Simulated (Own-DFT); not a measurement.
# Biaxial strain at fixed height in wurtzite AlN, 72 atoms (Al36N36)

Calculated, not measured: single-point runs of Own-DFT, a retired in-house plane-wave DFT program that no person has reviewed, on unrelaxed cells, without spin or spin-orbit coupling.

Common settings: PBE; PseudoDojo norm-conserving scalar-relativistic files; cutoff 42 hartree; 4 x 4 x 3 k mesh centred on Gamma; Gaussian smearing of 0.01 eV.

Keep in mind: k mesh not checked against a denser one; stress not checked against mesh or cutoff.

Unstrained cell vectors in Å: (9.336, 0.000, 0.000); (-4.668, 8.085, 0.000); (0.000, 0.000, 9.964). The unstrained cell has measured lattice constants (interpolated for alloys), not those of this functional. That, the random moves and any unrelaxed bonds set the pressure at no strain. Each run strains x and y alike by e, as a substrate would, and holds the height along z. Each atom got a random Gaussian move of width 0.05 Å along each axis. Stress is positive in tension.

```
e (%)  u (Å)  (s_xx + s_yy)/2 (GPa)  s_zz (GPa)
-3.00  0.051                 -25.52      -11.89
-2.75  0.051                 -22.97      -11.89
-2.25  0.047                 -18.67      -10.49
-2.00  0.049                 -18.21       -8.79
-1.75  0.048                 -17.54       -7.49
-1.50  0.050                 -16.23       -5.37
-1.00  0.052                 -12.43       -6.91
-0.25  0.050                  -7.86       -5.38
 2.25  0.053                      ?           ?
 3.00  0.049                   9.08       -0.20
```

## Working it out

With e as a fraction, the in-plane stress is -6.6 + 565 e - 1360 e² GPa (errors 15 and 816, scatter 0.77), and s_zz is -5.1 + 194 e GPa (slope ± 27, scatter 1.36). At e = 0 the first slope is C11 + C12 and the second 2 C13, both with the ions held to the strained lattice and at the cell's own pressure. A free layer would change its height as e changes, and the in-plane slope would drop by 2 C13²/C33 to the biaxial modulus. At fixed height, a misfit of 1 % moves the in-plane stress by about 5.6 GPa and s_zz by 1.9 GPa.

## Withheld run

Question: what are the two stresses at e = 2.25 %?

The fit gives 5.4 and -0.8 GPa. DFT gave 5.29 and -0.55 GPa.
